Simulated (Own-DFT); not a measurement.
## Calculated data, InP (zincblende, strained, atoms displaced)

A calculation, not a measurement: plane-wave PBE density functional theory by an unreviewed code, no spin, of a simulated periodic cell, stress positive in tension, free energy of the whole cell less one offset for each atom, forces on such cells moved up to 12 meV/angstrom on a denser k mesh; offsets are fitted by least squares, one for each functional and potential file, so energies compare only between cells with the same atoms and settings and are not formation energies; the far tail of each file's local potential was reset to the Coulomb form; each entry is a single point on an unrelaxed cell, so the pressure reflects the starting lattice, mostly measured values (interpolated for alloys), from which strain is counted, and rises with the displacements; printed positions are rounded, which can move forces by about a meV/angstrom; the program, named Own-DFT, is a retired in-house code; no spin-orbit coupling; before rounding, a Quantum ESPRESSO 7.3.1 run of the same cell and cutoff gave forces within 1 meV/angstrom rms on each cell, which checks the program and not the settings. Program: Own-DFT development build.

Settings shared by all entries: functional PBE; potential files PseudoDojo norm-conserving, scalar-relativistic, standard set; wave cutoff 36 hartree; occupations Fermi-Dirac; smearing width 0.1 eV; k mesh 3 x 3 x 3 centred on Gamma.

```json
{"entry": 1, "formula": "InP", "kind": "zincblende, strained, atoms displaced", "structure": {"cell_angstrom": [[11.8802, -0.0666, 0.1504], [-0.0666, 11.5057, -0.1457], [0.1504, -0.1457, 11.9347]], "atoms_fractional": [["In", 0.99661, 0.00704, 0.00791], ["In", 0.99344, 0.25577, 0.24676], ["In", 0.25425, 0.9987, 0.25754], ["In", 0.24871, 0.25847, 0.01092], ["P", 0.12297, 0.12328, 0.11733], ["P", 0.12858, 0.36911, 0.37523], ["P", 0.37564, 0.12443, 0.3789], ["P", 0.37021, 0.37177, 0.11763], ["In", 0.99627, 0.99098, 0.49915], ["In", 0.99924, 0.2506, 0.74887], ["In", 0.24967, 0.99902, 0.74614], ["In", 0.24936, 0.24999, 0.49828], ["P", 0.12254, 0.1194, 0.62698], ["P", 0.1254, 0.38084, 0.88136], ["P", 0.38098, 0.1282, 0.87647], ["P", 0.37792, 0.37591, 0.62506], ["In", 0.0045, 0.50585, 0.00164], ["In", 0.00397, 0.74852, 0.24099], ["In", 0.24856, 0.49908, 0.25149], ["In", 0.24921, 0.74658, 0.00196], ["P", 0.12386, 0.6222, 0.12208], ["P", 0.12016, 0.88793, 0.37544], ["P", 0.3764, 0.62175, 0.37573], ["P", 0.37944, 0.86643, 0.12125], ["In", 0.00303, 0.50515, 0.49582], ["In", 0.01349, 0.74693, 0.74965], ["In", 0.25025, 0.50003, 0.75024], ["In", 0.25005, 0.74619, 0.4999], ["P", 0.12347, 0.62622, 0.62132], ["P", 0.11863, 0.86888, 0.87718], ["P", 0.36571, 0.63064, 0.87725], ["P", 0.37926, 0.8761, 0.63098], ["In", 0.50173, 0.99766, 0.00013], ["In", 0.50238, 0.25805, 0.24573], ["In", 0.74259, 0.00199, 0.2518], ["In", 0.74756, 0.24052, 0.00798], ["P", 0.61934, 0.12842, 0.12525], ["P", 0.62067, 0.37838, 0.37946], ["P", 0.87356, 0.12648, 0.37693], ["P", 0.86815, 0.37506, 0.13221], ["In", 0.49889, 0.0007, 0.49251], ["In", 0.50285, 0.24496, 0.74265], ["In", 0.75098, 0.99635, 0.75389], ["In", 0.75613, 0.2574, 0.49938], ["P", 0.62289, 0.12618, 0.62455], ["P", 0.63034, 0.37664, 0.87907], ["P", 0.87825, 0.12396, 0.87767], ["P", 0.87654, 0.36681, 0.62965], ["In", 0.5022, 0.49939, 0.00379], ["In", 0.50042, 0.74736, 0.24469], ["In", 0.76064, 0.4952, 0.25404], ["In", 0.7546, 0.74809, 0.9962], ["P", 0.62301, 0.62137, 0.12661], ["P", 0.62506, 0.87864, 0.37434], ["P", 0.8791, 0.62221, 0.37499], ["P", 0.88013, 0.87311, 0.12501], ["In", 0.49961, 0.50295, 0.49887], ["In", 0.50606, 0.7416, 0.75763], ["In", 0.75495, 0.50409, 0.75419], ["In", 0.75356, 0.75513, 0.49585], ["P", 0.62095, 0.62574, 0.62766], ["P", 0.62682, 0.87705, 0.87843], ["P", 0.87786, 0.62207, 0.88016], ["P", 0.87239, 0.88145, 0.62287]]}, "results": {"free_energy_of_cell_above_offsets [eV]": "-32.447", "pressure [GPa]": 3.25, "stress_xx [GPa]": -3.0, "stress_yy [GPa]": -4.0, "stress_zz [GPa]": -2.75, "stress_yz [GPa]": -2.37, "stress_xz [GPa]": 1.64, "stress_xy [GPa]": -0.35, "force_element": ["In", "In", "In", "In", "P", "P", "P", "P", "In", "In", "In", "In", "P", "P", "P", "P", "In", "In", "In", "In", "P", "P", "P", "P", "In", "In", "In", "In", "P", "P", "P", "P", "In", "In", "In", "In", "P", "P", "P", "P", "In", "In", "In", "In", "P", "P", "P", "P", "In", "In", "In", "In", "P", "P", "P", "P", "In", "In", "In", "In", "P", "P", "P", "P"], "force_x [eV/angstrom]": [-0.232, 0.486, -0.033, -0.891, 0.821, -0.426, 0.463, 1.392, -0.46, 0.475, -0.128, -0.149, 0.16, 0.139, -0.748, -0.228, -1.241, -0.244, 0.041, -0.762, 0.977, 0.841, -0.02, -0.46, -0.318, -1.791, -0.17, 0.167, 0.696, 0.965, 1.307, 0.329, -0.642, -0.824, 0.7, 0.331, 0.144, 0.896, 0.293, 1.224, -0.162, -0.334, -0.389, -1.062, 1.173, -0.182, -0.245, 0.346, -0.528, -0.044, -1.867, -0.636, 1.236, -0.114, 0.162, -0.906, -0.356, -0.85, -0.458, -0.539, 1.3, 0.355, 0.684, 0.339], "force_y [eV/angstrom]": [-0.818, -0.671, 0.268, -1.39, 0.469, 0.284, 0.507, 1.241, 1.732, -0.057, 0.209, -0.091, 0.252, -0.812, -0.222, -0.221, -0.711, 0.572, -0.011, 0.917, -0.06, -2.17, 0.258, 0.679, -0.909, 0.274, 0.1, 1.125, -0.818, 1.071, -1.152, -0.757, 0.502, -0.003, 0.319, 0.96, -1.024, -0.297, -0.348, -0.53, 0.088, 1.023, 0.91, -0.5, -0.782, -0.59, 0.0, 1.406, 0.145, 0.243, 0.939, 0.386, -0.077, -1.056, 0.646, 0.124, 0.18, 1.001, -0.346, -0.219, -0.329, -0.764, 0.244, -1.34], "force_z [eV/angstrom]": [-1.211, 0.225, -1.202, -2.022, 1.658, -0.166, -0.724, 1.771, 0.344, 0.587, 0.941, 0.768, -0.374, -0.618, 0.214, -0.018, -0.002, 0.953, -0.226, -0.024, 0.837, -0.589, -0.343, 0.569, 0.353, -0.027, -0.182, -0.065, 0.031, 0.698, -0.26, -0.65, -0.121, 0.523, -0.486, -0.947, 0.48, -0.416, -0.331, -1.68, 1.092, 1.009, -0.244, 0.021, -0.723, -0.263, 0.015, -0.275, -0.793, 0.65, 0.565, 0.607, 0.107, -0.178, -0.065, 0.329, 0.462, 0.068, -0.412, 0.292, -0.538, -0.017, -0.694, 0.718]}}
{"entry": 2, "formula": "InP", "kind": "zincblende, strained, atoms displaced", "structure": {"cell_angstrom": [[11.527, -0.0253, 0.0497], [-0.0253, 11.5269, 0.1822], [0.0497, 0.1822, 11.5437]], "atoms_fractional": [["In", 0.99733, 0.00154, 0.00189], ["In", 0.00241, 0.2579, 0.25837], ["In", 0.25015, 0.99515, 0.25089], ["In", 0.24703, 0.25222, 0.99469], ["P", 0.12112, 0.11474, 0.1202], ["P", 0.12242, 0.36777, 0.37731], ["P", 0.3731, 0.12677, 0.3704], ["P", 0.3732, 0.3864, 0.13114], ["In", 0.99251, 0.99801, 0.501], ["In", 0.00351, 0.25009, 0.75294], ["In", 0.24407, 0.99958, 0.75159], ["In", 0.24487, 0.25044, 0.5003], ["P", 0.12172, 0.13441, 0.62908], ["P", 0.12143, 0.37225, 0.87329], ["P", 0.38007, 0.1232, 0.87136], ["P", 0.37804, 0.37675, 0.62332], ["In", 0.99009, 0.4966, 0.99715], ["In", 0.00199, 0.75747, 0.2496], ["In", 0.25414, 0.49867, 0.24924], ["In", 0.25209, 0.74466, 0.99683], ["P", 0.12202, 0.62431, 0.12063], ["P", 0.12449, 0.86991, 0.37902], ["P", 0.37482, 0.6282, 0.37201], ["P", 0.37564, 0.87596, 0.12856], ["In", 0.99738, 0.50051, 0.50067], ["In", 0.00425, 0.75134, 0.75106], ["In", 0.25507, 0.49654, 0.7496], ["In", 0.25609, 0.75589, 0.50884], ["P", 0.11881, 0.62701, 0.62665], ["P", 0.12088, 0.87616, 0.87068], ["P", 0.3787, 0.61949, 0.87724], ["P", 0.37362, 0.87357, 0.62922], ["In", 0.50391, 0.00785, 0.99838], ["In", 0.51185, 0.25128, 0.24734], ["In", 0.74708, 0.00096, 0.24909], ["In", 0.74284, 0.25241, 0.00426], ["P", 0.63143, 0.12029, 0.12197], ["P", 0.61803, 0.37483, 0.38235], ["P", 0.87452, 0.12583, 0.38079], ["P", 0.8783, 0.38224, 0.13261], ["In", 0.49513, 0.01028, 0.50321], ["In", 0.49911, 0.24965, 0.75689], ["In", 0.75128, 0.99978, 0.74366], ["In", 0.75508, 0.24598, 0.49835], ["P", 0.62415, 0.12415, 0.62758], ["P", 0.62968, 0.3774, 0.87725], ["P", 0.88653, 0.12989, 0.87526], ["P", 0.86565, 0.37139, 0.62455], ["In", 0.50417, 0.50696, 0.00745], ["In", 0.50466, 0.74934, 0.24427], ["In", 0.74642, 0.49588, 0.26747], ["In", 0.74717, 0.74702, 0.99801], ["P", 0.62069, 0.62384, 0.12489], ["P", 0.61536, 0.87936, 0.37813], ["P", 0.88423, 0.63506, 0.36872], ["P", 0.87232, 0.8765, 0.12717], ["In", 0.49663, 0.50112, 0.5024], ["In", 0.509, 0.75098, 0.75079], ["In", 0.74978, 0.49921, 0.7523], ["In", 0.74771, 0.74744, 0.50166], ["P", 0.62515, 0.62979, 0.62482], ["P", 0.62424, 0.87273, 0.8812], ["P", 0.87194, 0.62857, 0.8772], ["P", 0.87491, 0.8748, 0.62329]]}, "results": {"free_energy_of_cell_above_offsets [eV]": "-29.870", "pressure [GPa]": 8.15, "stress_xx [GPa]": -8.09, "stress_yy [GPa]": -8.15, "stress_zz [GPa]": -8.22, "stress_yz [GPa]": 2.24, "stress_xz [GPa]": 0.76, "stress_xy [GPa]": -0.67, "force_element": ["In", "In", "In", "In", "P", "P", "P", "P", "In", "In", "In", "In", "P", "P", "P", "P", "In", "In", "In", "In", "P", "P", "P", "P", "In", "In", "In", "In", "P", "P", "P", "P", "In", "In", "In", "In", "P", "P", "P", "P", "In", "In", "In", "In", "P", "P", "P", "P", "In", "In", "In", "In", "P", "P", "P", "P", "In", "In", "In", "In", "P", "P", "P", "P"], "force_x [eV/angstrom]": [0.036, -0.3, -0.12, 0.745, 0.554, 0.49, -0.238, 0.678, 1.581, -0.351, 0.673, 1.327, -0.048, -0.027, -1.529, -0.67, 1.248, 1.007, -1.28, 0.162, -0.336, -0.061, -0.336, -0.09, 0.065, -0.571, -0.42, -0.39, 0.783, 0.032, -0.143, 0.489, -0.348, -0.875, 0.725, 2.118, -1.026, 0.2, -0.159, -1.468, -0.005, 0.963, 0.499, -0.903, -0.326, -1.385, -2.386, 0.788, -0.214, -0.139, 0.769, 0.54, 1.486, 0.415, -1.608, -0.527, 0.341, -0.738, 0.442, 0.729, -0.328, 0.029, 0.0, -0.569], "force_y [eV/angstrom]": [-0.785, -1.523, 0.312, -0.407, 1.45, 1.889, 0.445, -2.18, 0.382, 0.977, 0.482, -0.152, -1.533, 1.004, -0.146, -0.973, 0.565, 0.078, 0.957, 0.749, -0.29, 0.681, 0.01, -0.068, -0.078, -0.005, 0.495, -0.981, -0.679, -0.307, 0.454, 0.778, -0.998, -0.035, -0.485, 0.317, 0.455, -0.664, -0.293, -0.965, -0.527, 0.838, 0.032, 0.292, 0.602, -0.006, -0.544, 0.379, -1.06, 0.466, 1.081, 0.251, -0.053, -0.299, -1.189, -0.278, 1.019, 0.082, 0.65, 0.81, -1.243, 0.829, -0.243, -0.822], "force_z [eV/angstrom]": [-0.487, -1.386, 0.046, 0.919, 1.127, 0.307, 0.01, -1.146, -0.064, -0.797, -0.512, 0.037, -0.578, 0.153, 0.585, 0.423, -0.174, -1.094, 0.892, 0.021, 0.417, 0.384, 0.543, -1.04, -0.051, -0.116, -0.031, -0.767, -0.109, 1.29, -0.71, 0.569, 0.358, -0.303, 1.015, -0.333, 0.447, 0.419, -1.37, 0.307, -0.037, -0.883, 1.15, 0.328, -0.044, 0.282, 0.333, 0.372, -0.859, 0.59, -1.072, 0.848, 1.008, 0.042, 1.135, -0.352, -0.31, 0.346, -0.506, -1.042, 0.23, -0.644, -0.692, 0.576]}}
{"entry": 3, "formula": "InP", "kind": "zincblende, strained, atoms displaced", "structure": {"cell_angstrom": [[11.6219, 0.0662, 0.0803], [0.0662, 11.8169, 0.0446], [0.0803, 0.0446, 11.9606]], "atoms_fractional": [["In", 0.00086, 0.99824, 0.00142], ["In", 0.00148, 0.25143, 0.25233], ["In", 0.25165, 0.99965, 0.25327], ["In", 0.2534, 0.24656, 0.99806], ["P", 0.11614, 0.13225, 0.12452], ["P", 0.12453, 0.37596, 0.37819], ["P", 0.37342, 0.12348, 0.36939], ["P", 0.37381, 0.37458, 0.12926], ["In", 0.00668, 0.99905, 0.50591], ["In", 0.00339, 0.25615, 0.75204], ["In", 0.24987, 0.9996, 0.74745], ["In", 0.25291, 0.25129, 0.50282], ["P", 0.12611, 0.12344, 0.62956], ["P", 0.12575, 0.37628, 0.87338], ["P", 0.38363, 0.12283, 0.87142], ["P", 0.37638, 0.37556, 0.63562], ["In", 0.99463, 0.49548, 0.99903], ["In", 0.00259, 0.74367, 0.24971], ["In", 0.24841, 0.50094, 0.24769], ["In", 0.24702, 0.75389, 0.99592], ["P", 0.12168, 0.62525, 0.12577], ["P", 0.12841, 0.87034, 0.375], ["P", 0.38462, 0.61703, 0.37682], ["P", 0.36896, 0.88037, 0.12948], ["In", 0.00045, 0.50276, 0.50562], ["In", 0.99469, 0.75496, 0.74275], ["In", 0.25052, 0.50492, 0.74507], ["In", 0.24648, 0.74957, 0.4976], ["P", 0.12791, 0.62728, 0.62687], ["P", 0.12507, 0.87132, 0.87411], ["P", 0.37363, 0.62261, 0.88001], ["P", 0.3759, 0.87575, 0.62592], ["In", 0.50195, 0.99992, 0.00417], ["In", 0.50426, 0.24993, 0.25283], ["In", 0.75047, 0.99601, 0.24812], ["In", 0.75152, 0.24639, 0.00191], ["P", 0.61972, 0.12889, 0.12359], ["P", 0.62068, 0.37244, 0.37843], ["P", 0.88377, 0.1193, 0.37854], ["P", 0.88184, 0.37867, 0.12708], ["In", 0.50091, 0.99775, 0.49637], ["In", 0.49731, 0.24488, 0.74667], ["In", 0.74894, 0.00374, 0.7502], ["In", 0.74725, 0.25354, 0.50072], ["P", 0.62713, 0.12326, 0.62072], ["P", 0.61896, 0.37461, 0.87991], ["P", 0.88075, 0.12489, 0.88082], ["P", 0.87055, 0.37039, 0.62489], ["In", 0.49725, 0.49718, 0.99594], ["In", 0.50229, 0.74755, 0.2422], ["In", 0.75577, 0.49488, 0.25309], ["In", 0.74825, 0.75466, 0.00357], ["P", 0.62889, 0.6257, 0.12248], ["P", 0.62347, 0.86733, 0.37239], ["P", 0.87923, 0.62379, 0.37322], ["P", 0.87468, 0.8725, 0.12525], ["In", 0.49709, 0.5024, 0.50198], ["In", 0.49395, 0.75376, 0.75269], ["In", 0.75273, 0.49613, 0.74851], ["In", 0.74093, 0.74943, 0.49603], ["P", 0.62259, 0.6253, 0.62965], ["P", 0.62673, 0.87601, 0.87654], ["P", 0.87347, 0.62501, 0.87505], ["P", 0.87486, 0.87646, 0.62754]]}, "results": {"free_energy_of_cell_above_offsets [eV]": "-34.466", "pressure [GPa]": 2.33, "stress_xx [GPa]": -2.84, "stress_yy [GPa]": -2.32, "stress_zz [GPa]": -1.82, "stress_yz [GPa]": 0.63, "stress_xz [GPa]": 0.65, "stress_xy [GPa]": 1.27, "force_element": ["In", "In", "In", "In", "P", "P", "P", "P", "In", "In", "In", "In", "P", "P", "P", "P", "In", "In", "In", "In", "P", "P", "P", "P", "In", "In", "In", "In", "P", "P", "P", "P", "In", "In", "In", "In", "P", "P", "P", "P", "In", "In", "In", "In", "P", "P", "P", "P", "In", "In", "In", "In", "P", "P", "P", "P", "In", "In", "In", "In", "P", "P", "P", "P"], "force_x [eV/angstrom]": [0.231, -0.208, -0.993, 0.018, 1.062, 0.099, 0.276, 0.142, -0.023, -0.262, 0.261, 0.027, -0.026, 0.385, -0.939, -0.102, 0.672, -0.186, 0.083, 0.274, 0.435, -0.607, -1.271, 0.517, -0.023, 0.435, -0.051, 1.086, -0.535, -0.414, -0.241, -0.303, -0.172, -0.516, -0.039, 0.067, 0.706, 0.35, -0.886, -0.885, -0.05, 0.936, 0.343, 0.488, -0.356, 0.828, -0.411, 0.589, 0.065, -0.399, -0.523, 0.329, -0.176, -0.302, -0.592, 0.393, 0.616, 0.422, -0.501, 0.941, 0.008, -0.317, -0.003, -0.773], "force_y [eV/angstrom]": [-0.121, 0.237, 0.601, 0.182, -0.981, 0.005, 0.257, -0.263, -0.24, -0.448, -0.01, 0.019, 0.486, 0.182, -0.498, -0.076, 0.806, 0.782, 0.124, -0.357, -0.348, 0.379, 1.068, -0.805, -0.188, -0.672, -0.086, -0.327, 0.095, 0.518, 0.374, -0.161, -0.141, 0.226, 0.564, 0.669, -0.574, 0.411, 0.338, -1.001, 0.112, 0.351, 0.105, -0.658, -0.044, -0.701, 0.064, 0.235, 0.313, -0.017, 0.422, -0.322, -0.851, 0.764, -0.047, -0.057, -0.576, -0.266, 0.313, -0.407, -0.084, 0.029, 0.135, 0.163], "force_z [eV/angstrom]": [0.209, 0.574, -0.202, 0.071, -0.171, 0.037, 0.774, -0.458, -0.157, 0.038, 0.678, 0.037, -0.308, 0.132, 0.43, -1.209, -0.354, 0.147, 0.5, 0.818, -0.793, -0.249, -0.852, -0.795, -0.072, 1.011, 0.98, 0.109, -0.286, -0.485, -0.571, -0.559, -0.159, -0.091, 0.349, 0.058, 0.37, -0.198, -0.251, 0.057, -0.011, 0.287, 0.425, -0.436, 0.033, -0.895, -0.828, -0.084, 1.062, 0.353, 0.032, -0.416, 0.026, -0.45, 0.614, 0.087, 0.915, 0.339, 0.639, 0.637, -0.162, -0.198, -0.193, -0.935]}}
{"entry": 4, "formula": "InP", "kind": "zincblende, strained, atoms displaced", "structure": {"cell_angstrom": [[11.846, 0.0972, -0.0299], [0.0972, 11.71, -0.1496], [-0.0299, -0.1496, 11.9183]], "atoms_fractional": [["In", 0.00061, 0.99327, 0.0005], ["In", 0.99406, 0.24874, 0.24548], ["In", 0.24637, 0.00609, 0.24828], ["In", 0.25493, 0.24317, 0.00164], ["P", 0.12284, 0.11848, 0.12962], ["P", 0.13039, 0.37279, 0.37006], ["P", 0.37672, 0.12019, 0.38263], ["P", 0.3754, 0.36804, 0.12391], ["In", 0.98994, 0.007, 0.49724], ["In", 0.004, 0.25673, 0.74871], ["In", 0.25517, 0.00064, 0.75521], ["In", 0.24607, 0.24924, 0.50114], ["P", 0.12233, 0.12687, 0.61904], ["P", 0.123, 0.37339, 0.87241], ["P", 0.3732, 0.12293, 0.87787], ["P", 0.37181, 0.3754, 0.62462], ["In", 0.99359, 0.49685, 0.99828], ["In", 0.00182, 0.74472, 0.24293], ["In", 0.246, 0.50385, 0.25369], ["In", 0.25091, 0.74927, 0.9965], ["P", 0.12388, 0.62796, 0.13], ["P", 0.12116, 0.87343, 0.37277], ["P", 0.37367, 0.61768, 0.37783], ["P", 0.37874, 0.87851, 0.12356], ["In", 0.99882, 0.50117, 0.50061], ["In", 0.9974, 0.74835, 0.74647], ["In", 0.24783, 0.50917, 0.74994], ["In", 0.24734, 0.7454, 0.49754], ["P", 0.12604, 0.62833, 0.62264], ["P", 0.13278, 0.87113, 0.86766], ["P", 0.3703, 0.62426, 0.87724], ["P", 0.37359, 0.87517, 0.62224], ["In", 0.50648, 0.00779, 0.99228], ["In", 0.49858, 0.24875, 0.25447], ["In", 0.74243, 0.00134, 0.25012], ["In", 0.75187, 0.2486, 0.99822], ["P", 0.62449, 0.12804, 0.11565], ["P", 0.62321, 0.37707, 0.37502], ["P", 0.87845, 0.12598, 0.37479], ["P", 0.87918, 0.37675, 0.11814], ["In", 0.50678, 0.0032, 0.49399], ["In", 0.5027, 0.25065, 0.75191], ["In", 0.74515, 0.99691, 0.74935], ["In", 0.74926, 0.24856, 0.49481], ["P", 0.61874, 0.12097, 0.63003], ["P", 0.62642, 0.36883, 0.87119], ["P", 0.86947, 0.1219, 0.86913], ["P", 0.88465, 0.3768, 0.62238], ["In", 0.50476, 0.50338, 0.99928], ["In", 0.50035, 0.74601, 0.25158], ["In", 0.74439, 0.50245, 0.25532], ["In", 0.7525, 0.74632, 0.00632], ["P", 0.62086, 0.61636, 0.12747], ["P", 0.6253, 0.87602, 0.37648], ["P", 0.87741, 0.62164, 0.37665], ["P", 0.87528, 0.87034, 0.1289], ["In", 0.50264, 0.50196, 0.51214], ["In", 0.49822, 0.74273, 0.74445], ["In", 0.7532, 0.50638, 0.74513], ["In", 0.75051, 0.74914, 0.50384], ["P", 0.62621, 0.62206, 0.62457], ["P", 0.62728, 0.88032, 0.87906], ["P", 0.88043, 0.62172, 0.87207], ["P", 0.87357, 0.87626, 0.62003]]}, "results": {"free_energy_of_cell_above_offsets [eV]": "-33.791", "pressure [GPa]": 2.09, "stress_xx [GPa]": -2.03, "stress_yy [GPa]": -2.46, "stress_zz [GPa]": -1.8, "stress_yz [GPa]": -1.46, "stress_xz [GPa]": -0.77, "stress_xy [GPa]": 0.95, "force_element": ["In", "In", "In", "In", "P", "P", "P", "P", "In", "In", "In", "In", "P", "P", "P", "P", "In", "In", "In", "In", "P", "P", "P", "P", "In", "In", "In", "In", "P", "P", "P", "P", "In", "In", "In", "In", "P", "P", "P", "P", "In", "In", "In", "In", "P", "P", "P", "P", "In", "In", "In", "In", "P", "P", "P", "P", "In", "In", "In", "In", "P", "P", "P", "P"], "force_x [eV/angstrom]": [-0.219, 0.462, 0.606, -1.148, -0.237, -0.787, -0.312, 0.137, 1.046, -0.538, -0.552, 0.188, 0.28, 0.984, 0.674, 0.257, 1.11, -0.713, 0.303, -0.233, 0.709, 0.099, 0.768, 0.099, 0.683, 0.097, -0.277, 0.01, -0.225, -0.814, 1.107, 0.465, -0.884, -0.228, 0.327, 0.09, 0.328, 0.015, -0.962, -0.983, -0.719, -1.116, 0.125, -0.163, 0.866, 0.537, 1.097, -1.098, -0.893, -0.649, 0.656, -0.405, 0.781, 0.435, -0.224, -0.12, -0.834, -0.327, 0.049, -0.111, 0.564, 0.154, -0.502, 0.165], "force_y [eV/angstrom]": [0.032, 0.334, -1.075, 0.44, 0.774, 0.007, 0.629, 0.962, -1.0, -0.967, -0.03, 0.069, -0.439, 0.412, 0.41, 0.019, 0.273, 0.683, -0.675, 0.446, -0.927, 0.282, 0.443, -0.023, -0.336, 0.41, -0.914, 0.719, -0.258, 0.145, -0.144, -0.066, -0.664, -0.267, 0.07, 0.11, 0.27, -0.104, 0.265, -0.147, -0.54, -0.036, -0.128, 0.211, 0.429, 1.136, 0.139, -0.152, -1.149, 0.322, -0.54, -0.058, 0.97, -0.688, 0.495, 0.514, -0.785, 0.945, -1.092, -0.092, 0.689, -1.511, 0.656, 0.095], "force_z [eV/angstrom]": [-0.445, 0.257, 0.774, 0.277, -1.033, 0.19, -0.881, 0.194, 0.353, 0.026, -0.957, -0.108, 0.69, 0.641, -0.696, 0.388, 0.076, 1.381, -0.585, 0.995, -1.608, 0.103, 0.035, -0.123, -0.284, 0.073, -0.017, -0.069, -0.097, 0.328, -0.268, -0.252, 0.699, -0.143, -0.218, -0.067, 1.16, 0.286, -0.971, 0.845, 0.974, -0.136, -0.066, 0.836, -0.713, 0.186, 0.174, -0.123, -0.445, 0.134, -0.184, -0.393, -0.047, -0.4, -0.378, -0.143, -0.91, 0.776, 0.368, -0.517, 0.068, -0.643, 0.146, 0.489]}}
```
